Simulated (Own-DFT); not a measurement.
# Misfit strain and the stress it brings: wurtzite AlGaN with randomly placed atoms, 72 atoms (Al12Ga24N36)

No measurement is shown. These are fixed-geometry runs of a retired plane-wave code named Own-DFT, which no person has reviewed; spin and spin-orbit coupling are neglected.

All runs used: PBE; PseudoDojo norm-conserving scalar-relativistic files; cutoff 42 hartree; 4 x 4 x 3 k mesh centred on Gamma; Fermi-Dirac smearing of 0.05 eV.

Known weak points: forces on such cells passed a denser k mesh, each cell not checked; stress not checked against mesh or cutoff.

Unstrained cell vectors in Å: (9.490, 0.000, 0.000); (-4.745, 8.219, 0.000); (0.000, 0.000, 10.235). The unstrained cell has measured lattice constants (interpolated for alloys), not those of this functional. That, the random moves and any unrelaxed bonds set the pressure at no strain. Each run strains x and y alike by e, as a substrate would, and holds the height along z. Random moves of width 0.05 Å per axis were added to every atom. The random placing of the alloy's atoms differs from row to row. Stress is positive in tension.

| e (%) | u (Å) | (s_xx + s_yy)/2 (GPa) | s_zz (GPa) |
|---|---|---|---|
| -2.75 | 0.052 | -24.53 | -12.91 |
| -2.50 | 0.052 | -22.84 | -11.69 |
| -2.50 | 0.051 | -24.21 | -11.22 |
| -0.75 | 0.053 | -12.09 | -8.97 |
| 0.50 | 0.050 | -4.00 | -8.02 |
| 1.00 | 0.050 | ? | ? |
| 2.00 | 0.049 | 3.40 | -7.24 |
| 2.00 | 0.050 | 3.55 | -6.70 |
| 2.25 | 0.053 | 3.07 | -3.55 |

## What the rows give

With e as a fraction, the in-plane stress is -7.2 + 568 e - 3044 e² GPa (errors 16 and 1281, scatter 0.81), and s_zz is -8.5 + 132 e GPa (slope ± 20, scatter 1.14). At e = 0 the first slope is C11 + C12 and the second 2 C13, both with the ions held to the strained lattice and at the cell's own pressure. A free layer would change its height as e changes, and the in-plane slope would drop by 2 C13²/C33 to the biaxial modulus. At fixed height, a misfit of 1 % moves the in-plane stress by about 5.7 GPa and s_zz by 1.3 GPa.

## Test on the hidden row

The question: what are the two stresses at e = 1.00 %?

Estimate: -1.8 and -7.2 GPa. The hidden result is -1.69 and -5.96 GPa.
